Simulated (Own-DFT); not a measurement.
# How strain changes the stress of wurtzite GaN, 96 atoms (Ga48N48)

All numbers below are calculated, not measured. They come from Own-DFT, an in-house plane-wave density functional program, since retired, whose code no person has reviewed. Each row is one single-point run on a periodic cell that was not relaxed, without spin or spin-orbit coupling.

Settings of every run: PBE; PseudoDojo norm-conserving scalar-relativistic files (stringent for Ga); cutoff 96 hartree; 3 x 4 x 3 k mesh centred on Gamma; Gaussian smearing of 0.01 eV.

Known limits: forces on such cells passed a denser k mesh, each cell not checked; stress not checked against mesh or cutoff.

Unstrained cell vectors in Å: (12.756, 0.000, 0.000); (-4.783, 8.285, 0.000); (0.000, 0.000, 10.370). The unstrained cell has measured lattice constants (interpolated for alloys), not those of this functional. That, the random moves and any unrelaxed bonds set the pressure at no strain. Each run strains this cell uniformly, with the atoms carried along. Every atom was also moved at random, by a Gaussian of width 0.05 Å on each axis. Strain is the symmetric tensor, in per cent. Stress is positive in tension, and the pressure is minus a third of its trace.

```
run,e_xx (%),e_yy (%),e_zz (%),e_yz (%),e_xz (%),e_xy (%),s_xx (GPa),s_yy (GPa),s_zz (GPa),s_yz (GPa),s_xz (GPa),s_xy (GPa),P (GPa),E (meV/atom)
1,0.64,-0.29,0.08,0.41,0.61,-0.90,-5.97,-6.89,-6.14,1.22,1.55,-2.48,6.33,19.8
2,-0.73,0.57,-0.47,0.03,1.56,0.59,-9.18,-4.77,-11.85,-0.72,3.47,2.22,8.60,30.5
3,-1.59,1.00,-0.42,-0.97,-1.64,0.36,-14.18,-4.90,-10.16,-2.29,-4.48,-0.11,9.75,42.7
4,1.09,1.99,-0.06,0.35,0.76,0.88,0.08,2.37,-6.11,0.57,1.24,2.06,1.22,0.0
5,-1.83,-0.76,1.88,0.08,-1.65,0.03,-14.94,-10.82,-1.43,0.11,-3.44,0.51,9.06,37.9
6,1.86,1.90,0.85,0.68,1.96,1.50,2.19,2.40,-1.11,1.30,3.25,3.71,-1.16,14.8
7,0.96,1.59,-1.08,-1.32,-1.59,-1.87,-2.11,-1.34,-10.87,-2.70,-3.03,-5.74,4.77,26.4
8,0.50,0.65,0.15,-1.35,0.05,-1.52,-4.96,-3.89,-4.76,-2.55,0.38,-4.01,4.54,11.4
9,1.80,0.60,1.95,-0.74,1.79,-0.23,0.71,-1.53,2.29,-1.28,3.70,-0.62,-0.49,11.2
10,-1.29,1.21,1.37,-1.86,-1.51,-1.95,-9.21,-5.26,-1.96,-4.20,-3.00,-5.07,5.47,42.0
11,1.68,-1.97,1.25,-1.25,-0.91,1.99,-2.51,-12.70,-2.22,-1.94,-2.67,6.10,5.81,31.7
12,-1.39,0.01,-0.87,1.52,1.45,0.58,-17.31,-8.42,-12.48,3.48,3.78,2.55,12.74,59.5
13,-1.81,-0.70,-0.22,-0.87,0.78,-0.70,-15.98,-12.01,-11.89,-1.76,2.42,-2.26,13.29,50.2
14,-1.43,-0.61,-1.20,-1.20,-1.55,0.73,-15.97,-11.53,-14.23,-2.05,-4.09,3.57,13.91,42.8
15,0.37,1.73,-0.86,1.22,0.97,0.62,-3.73,-1.02,-9.08,2.40,1.86,1.45,4.61,19.3
16,-0.29,0.18,-1.85,0.06,-1.30,-0.09,?,?,?,?,?,?,?,?
```

E is the free energy for each atom above the lowest run shown.

## Worked fit

Each stress component was fitted by least squares to a constant and the strains of the runs shown, as fractions, with shears doubled. Shear strains stay in the fit of a normal stress only where such slopes are resolved. The slopes, in GPa:

```
stress,at no strain,per e_xx,per e_yy,per e_zz,scatter
s_xx,-8.1,407 ± 26,158 ± 31,88 ± 34,1.23
s_yy,-7.0,115 ± 18,368 ± 21,29 ± 23,0.84
s_zz,-7.7,94 ± 19,67 ± 22,432 ± 24,0.90
```

Each shear stress against twice its own strain: yz 108 ± 6, xz 115 ± 4, xy 140 ± 10 GPa. These are stiffnesses along x, y and z of the frame in which the cell vectors are given, which need not be the crystal's axes. The atoms are held to the strained lattice; where symmetry lets them move under strain, relaxing them would lower some slopes. The table should be nearly symmetric about its diagonal, and what it lacks of that shows the noise. A ninth of its sum, 195 ± 5 GPa, estimates the bulk modulus near the mean pressure of these runs, 6.6 GPa, so it lies above the value at zero pressure.

## Withheld run

Question: what normal stresses and pressure should run 16 give?

The fit gives s_xx = -10.6, s_yy = -7.2, s_zz = -15.9 and P = 11.2 GPa. The calculation gave -9.43, -8.27, -15.21 and P = 10.97 GPa.
